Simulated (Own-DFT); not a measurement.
# Computed records: TiO2 (rutile, atoms displaced)

All values are calculated (Own-DFT development build). A calculation, not a measurement: plane-wave PBE density functional theory by an unreviewed code, no spin, of a simulated periodic cell, stress positive in tension, free energy of the whole cell less one offset for each atom, oxygen file: force components 24 meV/angstrom off all-electron in one glass; forces on such cells passed a denser k mesh, this cell's mesh not checked; offsets are fitted by least squares, one for each functional and potential file, so energies compare only between cells with the same atoms and settings and are not formation energies; the far tail of each file's local potential was reset to the Coulomb form; each entry is a single point on an unrelaxed cell, so the pressure reflects the starting lattice, mostly measured values (interpolated for alloys), from which strain is counted, and rises with the displacements; printed positions are rounded, which can move forces by about a meV/angstrom; the program, named Own-DFT, is a retired in-house code; no spin-orbit coupling; before rounding, a Quantum ESPRESSO 7.3.1 run of the same cell and cutoff gave forces within 1 meV/angstrom rms on each cell, which checks the program and not the settings.

Settings shared by all entries: functional PBE; potential files PseudoDojo norm-conserving, scalar-relativistic, standard set; wave cutoff 72 hartree; occupations Fermi-Dirac; smearing width 0.1 eV; k mesh 3 x 3 x 3 centred on Gamma.

(1) TiO2 (rutile, atoms displaced)

```
CELL_PARAMETERS angstrom
9.18740 0.00000 0.00000
0.00000 9.18740 0.00000
0.00000 0.00000 8.87610
ATOMIC_POSITIONS crystal
Ti 0.99864 0.01423 0.99929
Ti 0.25210 0.25491 0.16115
O 0.15355 0.15134 0.00394
O 0.34965 0.34236 0.00026
O 0.40231 0.09890 0.16448
O 0.09441 0.39788 0.16482
Ti 0.99585 0.99850 0.33727
Ti 0.25785 0.25142 0.50291
O 0.14726 0.15439 0.33823
O 0.35283 0.35031 0.34179
O 0.40913 0.09413 0.50959
O 0.09687 0.41050 0.50889
Ti 0.00282 0.00042 0.66094
Ti 0.24739 0.24890 0.84120
O 0.15304 0.14808 0.66595
O 0.34251 0.34470 0.66821
O 0.39930 0.09686 0.82947
O 0.09909 0.40032 0.83555
Ti 0.00403 0.49918 0.00233
Ti 0.24912 0.75905 0.17229
O 0.15181 0.65858 0.00130
O 0.34592 0.84590 0.00902
O 0.40332 0.59435 0.15657
O 0.10845 0.91197 0.17128
Ti 0.00993 0.50276 0.34206
Ti 0.26037 0.75262 0.49348
O 0.15532 0.65470 0.32896
O 0.34400 0.85205 0.33222
O 0.40788 0.58832 0.49997
O 0.10034 0.89785 0.49473
Ti 0.99614 0.49828 0.66249
Ti 0.25181 0.75351 0.83080
O 0.15292 0.65358 0.67541
O 0.35074 0.84362 0.65625
O 0.39389 0.59693 0.82702
O 0.10262 0.90191 0.83062
Ti 0.49064 0.00083 0.99855
Ti 0.74826 0.25026 0.17164
O 0.64795 0.15309 0.00644
O 0.84219 0.35104 0.99836
O 0.89816 0.09760 0.15792
O 0.59068 0.39504 0.17124
Ti 0.49779 0.00555 0.33098
Ti 0.75067 0.24913 0.50972
O 0.64874 0.15011 0.33070
O 0.84938 0.34990 0.33894
O 0.90585 0.10631 0.50991
O 0.59402 0.40318 0.49924
Ti 0.49849 0.00180 0.66212
Ti 0.75410 0.24992 0.83229
O 0.65324 0.14826 0.66476
O 0.85180 0.35050 0.66938
O 0.90426 0.10144 0.83097
O 0.60045 0.40865 0.82635
Ti 0.49786 0.50090 0.99400
Ti 0.75412 0.74662 0.17714
O 0.65406 0.65075 0.00630
O 0.84764 0.84756 0.00249
O 0.90449 0.60016 0.16931
O 0.59747 0.89777 0.17725
Ti 0.50755 0.50170 0.33808
Ti 0.75425 0.75287 0.50293
O 0.64465 0.65493 0.32305
O 0.84121 0.84146 0.33642
O 0.89898 0.60218 0.50820
O 0.59997 0.90858 0.50791
Ti 0.50659 0.50266 0.66743
Ti 0.75262 0.75065 0.83872
O 0.65506 0.65828 0.67740
O 0.85385 0.84632 0.66822
O 0.90224 0.60414 0.82719
O 0.58859 0.90634 0.83710
```

* free energy of cell above offsets: -17.389 eV
* pressure: 6.23 GPa
* stress xx: -6.02 GPa
* stress yy: -6.22 GPa
* stress zz: -6.47 GPa
* stress yz: 0.16 GPa
* stress xz: 0.14 GPa
* stress xy: 0.04 GPa

Force:
| element | x (eV/Å) | y (eV/Å) | z (eV/Å) |
| --- | --- | --- | --- |
| Ti | -0.398 | -2.19 | -0.383 |
| Ti | 0.129 | -0.154 | 2.321 |
| O | 0.058 | 0.217 | 0.129 |
| O | -0.005 | 0.145 | -0.085 |
| O | -0.634 | 0.428 | 0.79 |
| O | 0.319 | 0.185 | 0.483 |
| Ti | 1.429 | 0.66 | -0.892 |
| Ti | -0.148 | -0.243 | -0.135 |
| O | 0.088 | 0.015 | -0.217 |
| O | -1.121 | -0.869 | -0.66 |
| O | -1.688 | 1.524 | -1.544 |
| O | 0.749 | -0.733 | -1.169 |
| Ti | 1.017 | -0.689 | 1.385 |
| Ti | 0.07 | 0.1 | -2.369 |
| O | 0.025 | 0.195 | 0.117 |
| O | 0.541 | 0.317 | 0.254 |
| O | -0.49 | 0.378 | 0.724 |
| O | -0.245 | 0.013 | 0.287 |
| Ti | -0.262 | 1.222 | -0.626 |
| Ti | -0.054 | -0.96 | -2.331 |
| O | -0.524 | -0.72 | 0.047 |
| O | 0.661 | 0.702 | -0.669 |
| O | -0.278 | 0.113 | 0.443 |
| O | -1.395 | 0.366 | 0.29 |
| Ti | -0.947 | -0.167 | -1.272 |
| Ti | -0.388 | -0.827 | 1.858 |
| O | -0.552 | -0.904 | 0.758 |
| O | 0.776 | 0.191 | 0.743 |
| O | -1.288 | 1.664 | 0.05 |
| O | -0.825 | 0.54 | -0.201 |
| Ti | 0.769 | 1.632 | 2.305 |
| Ti | -1.085 | -0.325 | 0.135 |
| O | -0.003 | -0.048 | -0.951 |
| O | 0.031 | 0.163 | 0.256 |
| O | 1.083 | -0.662 | 0.515 |
| O | -0.498 | 0.876 | 0.22 |
| Ti | 1.216 | -0.62 | -0.664 |
| Ti | -0.739 | 0.764 | -0.455 |
| O | 0.368 | 0.226 | -0.794 |
| O | 0.259 | -0.021 | -0.156 |
| O | 0.328 | -0.199 | 1.102 |
| O | 0.529 | 0.036 | -0.528 |
| Ti | 1.264 | -0.486 | -0.64 |
| Ti | -0.163 | 0.345 | -1.493 |
| O | 0.59 | 0.379 | 0.815 |
| O | -0.057 | -0.14 | 0.051 |
| O | -0.187 | -0.658 | -1.103 |
| O | 1.351 | -0.881 | 0.597 |
| Ti | 0.684 | -1.155 | 1.641 |
| Ti | -0.683 | -0.074 | 1.876 |
| O | 0.624 | 0.988 | 0.356 |
| O | -0.996 | -0.778 | -0.193 |
| O | -0.055 | 0.028 | 0.109 |
| O | 0.254 | -0.884 | 0.3 |
| Ti | 0.46 | 1.286 | 1.579 |
| Ti | -0.626 | 0.011 | -2.925 |
| O | -0.323 | -0.361 | -0.65 |
| O | 0.444 | 0.612 | 0.023 |
| O | 0.49 | -0.545 | 0.39 |
| O | -0.648 | 0.871 | -0.125 |
| Ti | -0.558 | -0.233 | -1.882 |
| Ti | -1.026 | 0.313 | 1.473 |
| O | 0.347 | -0.222 | 1.679 |
| O | 1.577 | 1.632 | 0.725 |
| O | 0.286 | -0.386 | -1.11 |
| O | 0.624 | -1.04 | -1.035 |
| Ti | -0.46 | 0.385 | 0.219 |
| Ti | 0.132 | 0.268 | 1.215 |
| O | -0.865 | -0.63 | -1.337 |
| O | -0.408 | 0.317 | -0.594 |
| O | 0.289 | -0.711 | 0.752 |
| O | 0.759 | -0.594 | 0.176 |

(2) TiO2 (rutile, atoms displaced)

```
CELL_PARAMETERS angstrom
9.18740 0.00000 0.00000
0.00000 9.18740 0.00000
0.00000 0.00000 8.87610
ATOMIC_POSITIONS crystal
Ti 0.99604 0.99494 0.99594
Ti 0.25720 0.25460 0.16374
O 0.15050 0.15101 0.99831
O 0.34780 0.33963 0.99990
O 0.39844 0.09822 0.16071
O 0.09685 0.40311 0.18071
Ti 0.99966 0.99978 0.33685
Ti 0.24956 0.25520 0.50054
O 0.15015 0.15122 0.34141
O 0.34579 0.34170 0.33253
O 0.39798 0.10246 0.50700
O 0.10502 0.40511 0.49515
Ti 0.00440 0.00750 0.67159
Ti 0.25039 0.25085 0.82958
O 0.15726 0.15351 0.66640
O 0.33508 0.35663 0.65999
O 0.39588 0.09301 0.83537
O 0.10414 0.39626 0.82418
Ti 0.98317 0.50727 0.00452
Ti 0.25048 0.73644 0.17103
O 0.16486 0.65182 0.00662
O 0.34976 0.84700 0.00910
O 0.40482 0.59727 0.17565
O 0.09476 0.89434 0.16252
Ti 0.00016 0.49910 0.33885
Ti 0.25046 0.74366 0.51493
O 0.15117 0.66209 0.33304
O 0.34585 0.84745 0.32494
O 0.39882 0.59293 0.49903
O 0.10854 0.90594 0.49446
Ti 0.99850 0.50213 0.66374
Ti 0.24899 0.74388 0.83785
O 0.14907 0.65051 0.66297
O 0.33607 0.84493 0.66714
O 0.41233 0.60172 0.83738
O 0.10394 0.90249 0.82597
Ti 0.49561 0.00236 0.99272
Ti 0.75080 0.25484 0.15787
O 0.65792 0.14943 0.00121
O 0.84408 0.34631 0.00463
O 0.89470 0.10027 0.15251
O 0.60056 0.41545 0.15761
Ti 0.50600 0.98754 0.32951
Ti 0.75016 0.23883 0.50174
O 0.65101 0.14093 0.32740
O 0.84540 0.35068 0.34642
O 0.90892 0.10255 0.49651
O 0.60334 0.39835 0.49620
Ti 0.50759 0.00589 0.66666
Ti 0.75216 0.24634 0.83493
O 0.64918 0.14136 0.66388
O 0.85566 0.35006 0.66847
O 0.91039 0.09641 0.83149
O 0.59653 0.40218 0.84456
Ti 0.49424 0.49652 0.00350
Ti 0.73858 0.74343 0.17084
O 0.65379 0.66114 0.99510
O 0.84984 0.83717 0.99320
O 0.90379 0.60433 0.17214
O 0.59757 0.89635 0.16997
Ti 0.50380 0.49941 0.33137
Ti 0.75184 0.74819 0.49393
O 0.65457 0.65575 0.34049
O 0.85176 0.85651 0.33444
O 0.90245 0.61124 0.51213
O 0.60428 0.90390 0.51232
Ti 0.49198 0.50912 0.66945
Ti 0.74992 0.74897 0.82714
O 0.65196 0.64878 0.66581
O 0.85230 0.84308 0.67492
O 0.90857 0.59996 0.83877
O 0.59342 0.90091 0.82466
```

* free energy of cell above offsets: -16.120 eV
* pressure: 6.81 GPa
* stress xx: -6.63 GPa
* stress yy: -6.28 GPa
* stress zz: -7.52 GPa
* stress yz: 0.38 GPa
* stress xz: 0.2 GPa
* stress xy: -0.11 GPa

Force:
| element | x (eV/Å) | y (eV/Å) | z (eV/Å) |
| --- | --- | --- | --- |
| Ti | 1.202 | -0.808 | 2.473 |
| Ti | -1.582 | -1.811 | 0.791 |
| O | 0.087 | 0.351 | -0.042 |
| O | 0.955 | 1.588 | -0.159 |
| O | 0.958 | -0.449 | 0.276 |
| O | -0.474 | 0.487 | -0.871 |
| Ti | 2.048 | -0.217 | -1.126 |
| Ti | 0.378 | -1.962 | -1.128 |
| O | -0.042 | 0.249 | -0.936 |
| O | 1.441 | 1.312 | -0.368 |
| O | 0.892 | -0.754 | -0.256 |
| O | -1.468 | 1.208 | 0.448 |
| Ti | 0.983 | -1.22 | -1.413 |
| Ti | -1.302 | -0.317 | 0.37 |
| O | -0.828 | -0.575 | 0.189 |
| O | 1.76 | 0.758 | 1.215 |
| O | 0.68 | 0.169 | 0.053 |
| O | -1.105 | 1.258 | 0.879 |
| Ti | 1.735 | -0.189 | 0.227 |
| Ti | -0.33 | 2.55 | 1.208 |
| O | -1.834 | -1.812 | -1.622 |
| O | 0.366 | 0.056 | -1.357 |
| O | 0.393 | -0.579 | -0.416 |
| O | -0.626 | 0.988 | -0.206 |
| Ti | 0.695 | -0.338 | -0.545 |
| Ti | -0.347 | 1.813 | -2.408 |
| O | -1.015 | -1.532 | 0.783 |
| O | 1.273 | 0.471 | 0.984 |
| O | 0.667 | -0.104 | -0.156 |
| O | -1.07 | 0.126 | 0.449 |
| Ti | 0.481 | -1.084 | 0.796 |
| Ti | 0.169 | 1.671 | 0.601 |
| O | 0.069 | -0.384 | 1.215 |
| O | 1.208 | 0.123 | 0.556 |
| O | -0.928 | 0.273 | -0.351 |
| O | -0.164 | -0.285 | 0.305 |
| Ti | -1.186 | -0.87 | 0.54 |
| Ti | 0.125 | -1.921 | 2.862 |
| O | -0.346 | 0.18 | -0.662 |
| O | 0.981 | 1.106 | -1.385 |
| O | 0.356 | 0.053 | 0.563 |
| O | 0.778 | -1.004 | 1.129 |
| Ti | -1.76 | 0.578 | 0.868 |
| Ti | -0.215 | 0.916 | -1.751 |
| O | 0.669 | 1.149 | 0.422 |
| O | -0.1 | -0.004 | -0.89 |
| O | -0.708 | -0.019 | 0.924 |
| O | -0.768 | 0.389 | 0.287 |
| Ti | -2.378 | -0.873 | -1.115 |
| Ti | -0.374 | 0.516 | -0.738 |
| O | 1.985 | 2.299 | 1.142 |
| O | -1.292 | -1.033 | 0.389 |
| O | -1.564 | 1.228 | -0.191 |
| O | 0.404 | -0.686 | -0.832 |
| Ti | 0.258 | 0.304 | -0.826 |
| Ti | 0.855 | 1.292 | -2.225 |
| O | -0.858 | -1.19 | 1.174 |
| O | 0.122 | 0.891 | 0.561 |
| O | -0.135 | -0.578 | -0.595 |
| O | 0.242 | 0.024 | -0.549 |
| Ti | -0.375 | -1.321 | 1.467 |
| Ti | 0.859 | 1.577 | 1.773 |
| O | -0.71 | -0.866 | -0.501 |
| O | -1.467 | -1.356 | 0.063 |
| O | 0.612 | -1.125 | -0.742 |
| O | -0.415 | -0.396 | -1.185 |
| Ti | 0.962 | -0.951 | -0.674 |
| Ti | -0.079 | 1.015 | 0.34 |
| O | -0.34 | -0.352 | -0.333 |
| O | 0.17 | 0.757 | -0.746 |
| O | 0.067 | -0.588 | -0.099 |
| O | 0.301 | -0.17 | 1.074 |

(3) TiO2 (rutile, atoms displaced)

```
CELL_PARAMETERS angstrom
9.18740 0.00000 0.00000
0.00000 9.18740 0.00000
0.00000 0.00000 8.87610
ATOMIC_POSITIONS crystal
Ti 0.99779 0.99983 0.99728
Ti 0.24659 0.24235 0.17010
O 0.15895 0.14421 0.99520
O 0.34806 0.33990 0.99678
O 0.39257 0.09146 0.16548
O 0.09936 0.40190 0.16026
Ti 0.99922 0.99189 0.32922
Ti 0.24832 0.25064 0.48901
O 0.14678 0.15763 0.33403
O 0.34883 0.34540 0.32758
O 0.40192 0.09503 0.50123
O 0.08656 0.39874 0.50021
Ti 0.99658 0.00396 0.66388
Ti 0.24623 0.25007 0.83326
O 0.15875 0.15422 0.66508
O 0.34860 0.34349 0.66966
O 0.41040 0.09864 0.82445
O 0.10436 0.40524 0.83500
Ti 0.99424 0.50952 0.99948
Ti 0.25673 0.75174 0.17228
O 0.15451 0.66726 0.00892
O 0.34396 0.84863 0.99303
O 0.40308 0.59277 0.15950
O 0.10255 0.90178 0.16148
Ti 0.00318 0.49836 0.33683
Ti 0.25127 0.75174 0.50855
O 0.14980 0.65026 0.33621
O 0.33943 0.84996 0.33528
O 0.40635 0.59874 0.51095
O 0.10211 0.89734 0.49736
Ti 0.00015 0.50543 0.67108
Ti 0.24915 0.75159 0.83089
O 0.14821 0.64659 0.66689
O 0.34692 0.85746 0.66703
O 0.40365 0.58759 0.82825
O 0.09547 0.90717 0.83746
Ti 0.50860 0.01216 0.00188
Ti 0.74634 0.24350 0.16366
O 0.65959 0.15190 0.00002
O 0.85475 0.36264 0.00523
O 0.89256 0.10029 0.16496
O 0.59488 0.39930 0.17306
Ti 0.48644 0.00242 0.32972
Ti 0.74420 0.24603 0.49737
O 0.66516 0.15035 0.32735
O 0.85593 0.34302 0.32861
O 0.90845 0.10617 0.49307
O 0.58832 0.40943 0.50324
Ti 0.50429 0.99682 0.66377
Ti 0.74613 0.25930 0.83529
O 0.65516 0.16165 0.67704
O 0.85238 0.34009 0.66278
O 0.89827 0.10229 0.83371
O 0.60366 0.39662 0.82620
Ti 0.48938 0.50518 0.00180
Ti 0.74681 0.74695 0.16606
O 0.65740 0.65248 0.99265
O 0.84468 0.84643 0.98870
O 0.89708 0.58984 0.16911
O 0.59940 0.89650 0.16075
Ti 0.49827 0.50273 0.33244
Ti 0.75745 0.75005 0.50304
O 0.65584 0.65625 0.32998
O 0.84983 0.84853 0.32200
O 0.89991 0.60248 0.50523
O 0.59916 0.90099 0.49885
Ti 0.50005 0.50093 0.67389
Ti 0.75579 0.74952 0.83675
O 0.65605 0.66497 0.66886
O 0.85197 0.84843 0.66724
O 0.90836 0.60190 0.83397
O 0.59715 0.90143 0.83425
```

* free energy of cell above offsets: -16.835 eV
* pressure: 6.36 GPa
* stress xx: -6.36 GPa
* stress yy: -6.37 GPa
* stress zz: -6.35 GPa
* stress yz: -0.66 GPa
* stress xz: -0.26 GPa
* stress xy: 0.08 GPa

Force:
| element | x (eV/Å) | y (eV/Å) | z (eV/Å) |
| --- | --- | --- | --- |
| Ti | -0.173 | 0.56 | -0.294 |
| Ti | -1.316 | 1.578 | -1.972 |
| O | -0.586 | 0.014 | 0.741 |
| O | 0.979 | 0.925 | 0.742 |
| O | 0.948 | -0.224 | 0.271 |
| O | 0.517 | -0.014 | 0.551 |
| Ti | -0.436 | 0.086 | -0.104 |
| Ti | -0.097 | 0.618 | 2.743 |
| O | 0.124 | -0.631 | -0.24 |
| O | 0.008 | 0.193 | 0.301 |
| O | 0.095 | 0.344 | -1.16 |
| O | 1.205 | -0.154 | 0.202 |
| Ti | 0.021 | 0.838 | 0.505 |
| Ti | 0.321 | 0.116 | -0.774 |
| O | -0.922 | -0.873 | -0.566 |
| O | 0.284 | 0.607 | -0.835 |
| O | -0.04 | -0.032 | 1.047 |
| O | -0.591 | 0.412 | -0.151 |
| Ti | 0.841 | -1.078 | 1.323 |
| Ti | -1.362 | 0.021 | -1.59 |
| O | -0.488 | -1.096 | -1 |
| O | 0.811 | 0.082 | 0.19 |
| O | -0.569 | 0.987 | 0.802 |
| O | -0.607 | 0.677 | 0.678 |
| Ti | -0.521 | -0.773 | -1.029 |
| Ti | -0.223 | -0.774 | -0.677 |
| O | 0.888 | 0.403 | -0.057 |
| O | 1.271 | 0.528 | 0.432 |
| O | -0.947 | 0.913 | -1.121 |
| O | -0.814 | 0.746 | 0.081 |
| Ti | -0.365 | -1.914 | -0.286 |
| Ti | -0.272 | 0.841 | 2.203 |
| O | 1.219 | 1.252 | -0.151 |
| O | -0.778 | -1.275 | 0.098 |
| O | -1.259 | 1.537 | 1.381 |
| O | 0.346 | -0.668 | -0.963 |
| Ti | -0.592 | -1.435 | -2.281 |
| Ti | 1.613 | 1.987 | 1.046 |
| O | -0.9 | -0.287 | -0.276 |
| O | -1.254 | -1.326 | -0.552 |
| O | 1.713 | -1.286 | -0.111 |
| O | -0.37 | 0.538 | -0.42 |
| Ti | 1.249 | -0.718 | 1.251 |
| Ti | 0.984 | 1.047 | 0.588 |
| O | -2.09 | -0.97 | 0.747 |
| O | -0.799 | 0.303 | 0.578 |
| O | 0.062 | -1.212 | 0.437 |
| O | 1.335 | -1.189 | -1.097 |
| Ti | 0.727 | 0.299 | 1.259 |
| Ti | 1.853 | 0.349 | -1.086 |
| O | -0.599 | -1.188 | -1.554 |
| O | 0.028 | 0.947 | 0.171 |
| O | 0.981 | -0.796 | -0.173 |
| O | -0.891 | 1.306 | 0.999 |
| Ti | 1.11 | -1.687 | -0.33 |
| Ti | 0.177 | -0.347 | -0.169 |
| O | -1.035 | -0.99 | 0.538 |
| O | 1.108 | 0.937 | 1.552 |
| O | 0.055 | 1.05 | 0.064 |
| O | -0.976 | 1.009 | 0.348 |
| Ti | 1.139 | -0.57 | 1.187 |
| Ti | -0.769 | 0.062 | 0.28 |
| O | -0.787 | -0.548 | 0.251 |
| O | 0.384 | 0.289 | 0.625 |
| O | 0.324 | -0.353 | -0.393 |
| O | -0.191 | 0.513 | -0.727 |
| Ti | 0.426 | -0.957 | -1.731 |
| Ti | -1.118 | 0.309 | -0.771 |
| O | -0.617 | -1.127 | -0.658 |
| O | 0.552 | 0.763 | -0.518 |
| O | -0.308 | 0.152 | -0.566 |
| O | -0.033 | 0.355 | 0.169 |
